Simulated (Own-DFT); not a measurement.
HfO₂ (monoclinic hafnia, atoms displaced) (calculated)

A calculation, not a measurement: plane-wave density functional theory by an unreviewed code, no spin, of a simulated periodic cell, stress positive in tension, run twice, with PBE and with PBEsol, both on files made for PBE, so the change isn't that of files made for PBEsol, hafnium file: forces about 75 meV/angstrom off all-electron values; oxygen file: force components 24 meV/angstrom off all-electron in one glass; forces on such cells passed a denser k mesh, this cell's mesh not checked; the far tail of each file's local potential was reset to the Coulomb form; each entry is a single point on an unrelaxed cell, so the pressure reflects the starting lattice, mostly measured values (interpolated for alloys), from which strain is counted, and rises with the displacements; printed positions are rounded, which can move forces by about a meV/angstrom; the program, named Own-DFT, is a retired in-house code; no spin-orbit coupling; stress was not checked against mesh or cutoff. Program: Own-DFT development build.

Entry: HfO₂ (monoclinic hafnia, atoms displaced)

```
cell vectors (Å)
  10.2340     0.0000     0.0000
   0.0000    10.3500     0.0000
  -1.6955     0.0000    10.4453
atoms (fractions of the cell vectors)
Hf  0.13753  0.01694  0.10444
Hf  0.36105  0.26909  0.14428
Hf  0.36228  0.48132  0.39631
Hf  0.13869  0.22794  0.35756
O   0.03312  0.16782  0.17762
O   0.45771  0.41762  0.07202
O   0.46326  0.33031  0.32688
O   0.03693  0.08489  0.42398
O   0.22614  0.37552  0.23942
O   0.27306  0.12725  0.00941
O   0.27402  0.12020  0.25815
O   0.22402  0.36911  0.48826
Hf  0.13907  0.02126  0.60054
Hf  0.36669  0.27073  0.64302
Hf  0.35918  0.48061  0.89643
Hf  0.13989  0.23139  0.85241
O   0.03831  0.16720  0.67430
O   0.46025  0.41360  0.57240
O   0.46697  0.33416  0.82618
O   0.03578  0.08437  0.92207
O   0.22594  0.37937  0.74118
O   0.27684  0.12889  0.51046
O   0.27822  0.12066  0.76027
O   0.21939  0.37619  0.98643
Hf  0.13550  0.51959  0.10237
Hf  0.36272  0.77048  0.14397
Hf  0.36199  0.98202  0.39846
Hf  0.13869  0.72617  0.35646
O   0.03902  0.66677  0.17366
O   0.46760  0.91462  0.07833
O   0.46300  0.83340  0.32631
O   0.03926  0.58464  0.42495
O   0.22238  0.87840  0.23880
O   0.27782  0.63306  0.01201
O   0.27998  0.61912  0.25839
O   0.22152  0.87237  0.48822
Hf  0.14010  0.52022  0.60739
Hf  0.36132  0.76646  0.64520
Hf  0.35813  0.97862  0.89548
Hf  0.13280  0.72713  0.85305
O   0.03427  0.66585  0.67220
O   0.46316  0.91404  0.57490
O   0.46393  0.83243  0.82517
O   0.03380  0.58542  0.92304
O   0.22213  0.88022  0.73967
O   0.27492  0.62997  0.50894
O   0.27426  0.62168  0.76131
O   0.22350  0.87015  0.99172
Hf  0.63655  0.01937  0.10455
Hf  0.86262  0.26786  0.14539
Hf  0.86282  0.48107  0.39746
Hf  0.63570  0.23181  0.35189
O   0.53874  0.16558  0.17433
O   0.96459  0.41400  0.07860
O   0.96334  0.33238  0.32620
O   0.53097  0.08308  0.42288
O   0.72414  0.37590  0.24046
O   0.77526  0.13024  0.01104
O   0.77824  0.12239  0.25717
O   0.72546  0.37120  0.49192
Hf  0.63765  0.02310  0.60614
Hf  0.85927  0.27180  0.64806
Hf  0.85929  0.47979  0.89519
Hf  0.63637  0.22784  0.85302
O   0.53808  0.16830  0.67246
O   0.96085  0.41222  0.57652
O   0.96272  0.33080  0.82663
O   0.53458  0.08271  0.91982
O   0.72587  0.37815  0.74274
O   0.77495  0.12541  0.50953
O   0.77382  0.12464  0.76464
O   0.72893  0.37050  0.99131
Hf  0.63611  0.52055  0.10521
Hf  0.86393  0.76982  0.14333
Hf  0.86456  0.98116  0.39298
Hf  0.63802  0.72873  0.35207
O   0.53846  0.66512  0.17079
O   0.96325  0.92161  0.07459
O   0.96118  0.83632  0.32709
O   0.53989  0.58174  0.42573
O   0.72476  0.87798  0.24292
O   0.77711  0.62688  0.01352
O   0.77647  0.62088  0.26472
O   0.72715  0.87229  0.48658
Hf  0.64104  0.52224  0.60165
Hf  0.86132  0.77285  0.64800
Hf  0.86373  0.98043  0.89749
Hf  0.63492  0.73072  0.85146
O   0.53708  0.66353  0.67326
O   0.96579  0.91873  0.57796
O   0.96361  0.83459  0.82408
O   0.53566  0.58386  0.92494
O   0.72778  0.87655  0.74217
O   0.77663  0.63022  0.50662
O   0.77520  0.61926  0.76192
O   0.72619  0.86928  0.99202
```

- functional: PBE, then PBEsol
- potential files: PseudoDojo norm-conserving, scalar-relativistic, standard set
- wave cutoff: 72 hartree
- occupations: Fermi-Dirac
- smearing width: 0.1 eV
- k mesh: 2 x 2 x 2 centred on Gamma
- PBE pressure: 4.12 GPa
- PBE stress xx: -4.08 GPa
- PBE stress yy: -3.94 GPa
- PBE stress zz: -4.33 GPa
- PBE stress yz: 0.24 GPa
- PBE stress xz: -0.04 GPa
- PBE stress xy: -0.08 GPa
- PBEsol pressure: -2.34 GPa
- PBEsol stress xx: 2.4 GPa
- PBEsol stress yy: 2.47 GPa
- PBEsol stress zz: 2.15 GPa
- PBEsol stress yz: 0.23 GPa
- PBEsol stress xz: 0.31 GPa
- PBEsol stress xy: -0.08 GPa
- rms change of force components from PBE to PBEsol: 0.038 eV/Å

Force:
```
force element  PBE force x (eV/Å)  PBE force y (eV/Å)  PBE force z (eV/Å)  PBEsol force x (eV/Å)  PBEsol force y (eV/Å)  PBEsol force z (eV/Å)
           Hf               -0.01               1.054               0.315                  0.002                  1.063                  0.282
           Hf              -0.219              -0.004               0.245                 -0.226                  0.045                  0.278
           Hf              -0.035              -0.727              -0.722                 -0.041                 -0.765                 -0.677
           Hf              -0.236               0.549              -1.101                 -0.228                   0.49                 -1.104
            O               0.783              -0.924              -0.563                  0.762                 -0.878                 -0.497
            O               0.621              -0.247               0.829                  0.591                 -0.223                  0.754
            O              -0.024               0.455              -0.002                 -0.022                  0.423                 -0.052
            O              -0.154              -0.148              -0.079                 -0.135                  -0.16                  -0.03
            O              -0.105                0.45              -0.242                 -0.033                  0.431                 -0.239
            O               0.448                0.34               0.108                  0.377                  0.323                  0.104
            O               0.163               0.004               0.244                  0.095                  0.013                  0.242
            O              -0.146               0.577               0.344                 -0.075                  0.564                  0.331
           Hf              -0.442              -0.068                 1.1                 -0.431                 -0.026                   1.05
           Hf              -0.974              -0.167               0.678                 -0.948                 -0.113                  0.684
           Hf               0.649              -0.179              -0.176                  0.625                 -0.225                 -0.139
           Hf              -0.568              -0.582              -0.087                 -0.556                 -0.612                 -0.116
            O              -0.341               0.099              -0.314                 -0.318                  0.113                 -0.251
            O               1.229                0.84               0.407                  1.178                  0.826                  0.346
            O              -0.434               0.354               -0.08                 -0.431                   0.32                 -0.133
            O              -0.106              -0.074              -0.024                 -0.103                 -0.096                  0.025
            O               0.032               0.092               -0.41                  0.086                  0.093                 -0.394
            O               0.288               0.046               0.004                  0.218                  0.036                 -0.003
            O               0.117               0.069               0.031                  0.048                  0.066                  0.039
            O               0.096              -0.428               0.115                  0.157                 -0.406                  0.104
           Hf               0.324              -0.431                0.52                  0.317                 -0.384                  0.477
           Hf              -0.256               0.247                0.67                 -0.263                  0.287                  0.675
           Hf               -0.07              -0.808              -0.936                 -0.064                 -0.829                 -0.882
           Hf               0.076               1.156              -0.771                  0.083                  1.084                 -0.772
            O              -0.504               0.284               -0.07                 -0.487                   0.29                 -0.022
            O                -0.3               0.068              -0.383                   -0.3                  0.078                 -0.416
            O                 0.2              -0.199               0.093                  0.192                 -0.211                  0.037
            O              -0.666              -0.563               0.092                 -0.636                 -0.556                  0.138
            O               0.058              -0.221               0.031                  0.118                 -0.216                  0.016
            O              -0.308              -0.661              -0.603                 -0.357                 -0.651                 -0.585
            O              -0.335               0.104               0.422                 -0.391                  0.108                   0.42
            O               0.065              -0.393               0.139                  0.122                 -0.378                  0.136
           Hf              -0.671              -0.517              -0.494                 -0.645                  -0.45                 -0.504
           Hf              -0.027               1.169               0.131                  -0.03                  1.191                  0.156
           Hf               0.278               0.103              -0.237                  0.261                  0.066                 -0.219
           Hf               0.734               0.823               0.189                  0.714                  0.756                  0.153
            O               0.005              -0.249              -0.024                   0.02                 -0.229                  0.036
            O               0.329              -0.033               0.641                  0.305                 -0.011                  0.574
            O              -0.101               0.121               0.092                 -0.099                  0.092                   0.04
            O              -0.213              -0.277                0.03                 -0.192                 -0.281                  0.076
            O               0.274                -0.4              -0.011                  0.334                 -0.392                 -0.009
            O                 0.3              -0.359               0.354                  0.227                 -0.355                  0.346
            O               0.081               0.026              -0.288                  0.014                  0.027                 -0.288
            O              -0.046               0.097              -0.364                  0.021                  0.109                 -0.348
           Hf               0.782               0.031              -0.023                  0.769                  0.076                 -0.046
           Hf              -0.179               0.313               0.207                  -0.18                  0.341                  0.233
           Hf               0.249              -0.869               -0.41                  0.228                 -0.895                 -0.371
           Hf                0.69              -0.572               0.449                  0.672                 -0.593                  0.398
            O              -0.799               0.313              -0.405                 -0.769                  0.319                 -0.339
            O               0.658               0.724              -0.283                  0.639                  0.725                 -0.324
            O               0.166               0.465               0.647                  0.154                  0.434                  0.584
            O               0.633               0.481               0.227                  0.613                   0.45                  0.276
            O              -0.431               0.534              -0.021                 -0.363                  0.508                 -0.016
            O              -0.158              -0.573              -0.275                 -0.213                 -0.562                 -0.265
            O              -0.335              -0.398               0.512                 -0.381                 -0.382                  0.495
            O              -0.444              -0.002               -0.24                  -0.37                  0.013                 -0.229
           Hf               0.405              -0.812              -0.838                  0.399                 -0.737                 -0.855
           Hf                0.56              -0.783              -0.238                  0.545                 -0.703                 -0.202
           Hf               0.031              -0.796               0.507                   0.01                 -0.829                  0.518
           Hf               0.349                0.58               1.149                   0.35                  0.518                   1.09
            O              -0.252              -0.092               -0.41                 -0.238                 -0.077                 -0.349
            O               1.197               1.005               0.232                  1.147                  0.995                  0.181
            O               0.244               0.475               0.339                  0.228                  0.448                  0.274
            O              -0.363               -0.41               0.244                 -0.345                 -0.408                  0.285
            O              -0.433               0.417              -0.563                 -0.346                  0.396                 -0.547
            O              -0.259               0.562                0.38                 -0.322                  0.539                  0.377
            O               0.326              -0.749              -0.504                  0.249                  -0.72                  -0.49
            O              -0.675               0.064              -0.369                 -0.584                  0.069                 -0.365
           Hf                0.59              -0.608              -0.291                  0.579                 -0.532                 -0.317
           Hf              -0.423               0.271               0.688                 -0.428                  0.313                  0.698
           Hf              -0.903               0.009               0.449                 -0.894                 -0.049                  0.465
           Hf               0.172                0.88               0.373                  0.188                  0.817                  0.341
            O              -0.584               0.383               0.235                 -0.557                  0.381                  0.276
            O              -0.182              -0.851               0.553                  -0.18                 -0.813                  0.482
            O               1.252              -1.009              -0.286                  1.206                 -0.991                 -0.325
            O              -0.682              -0.082               -0.49                 -0.655                 -0.097                 -0.419
            O              -0.077                0.14              -0.887                 -0.013                   0.13                 -0.865
            O               -0.01               0.084              -0.128                 -0.067                  0.075                 -0.119
            O               0.269              -0.022              -0.671                  0.194                 -0.016                 -0.644
            O              -0.433              -0.182               0.548                 -0.354                 -0.178                  0.529
           Hf              -0.017              -0.669               0.425                 -0.004                 -0.601                   0.38
           Hf               0.263               0.253              -1.193                   0.26                  0.303                 -1.133
           Hf              -0.214                0.54              -0.205                 -0.206                  0.486                 -0.166
           Hf               0.292              -0.346               0.914                  0.281                 -0.383                   0.86
            O              -0.586               0.235              -0.255                 -0.561                  0.251                   -0.2
            O               -0.11              -0.301               0.082                 -0.112                 -0.281                   0.03
            O               0.322              -0.071                0.54                  0.306                 -0.093                  0.472
            O              -0.083               0.097              -0.339                 -0.074                   0.08                 -0.277
            O               -0.65               0.591              -0.397                 -0.566                  0.564                 -0.386
            O              -0.023               -0.03               0.896                 -0.093                 -0.046                  0.868
            O               0.133               0.327              -0.405                  0.068                  0.319                 -0.395
            O              -0.138              -0.016              -0.318                 -0.066                 -0.011                 -0.307
```
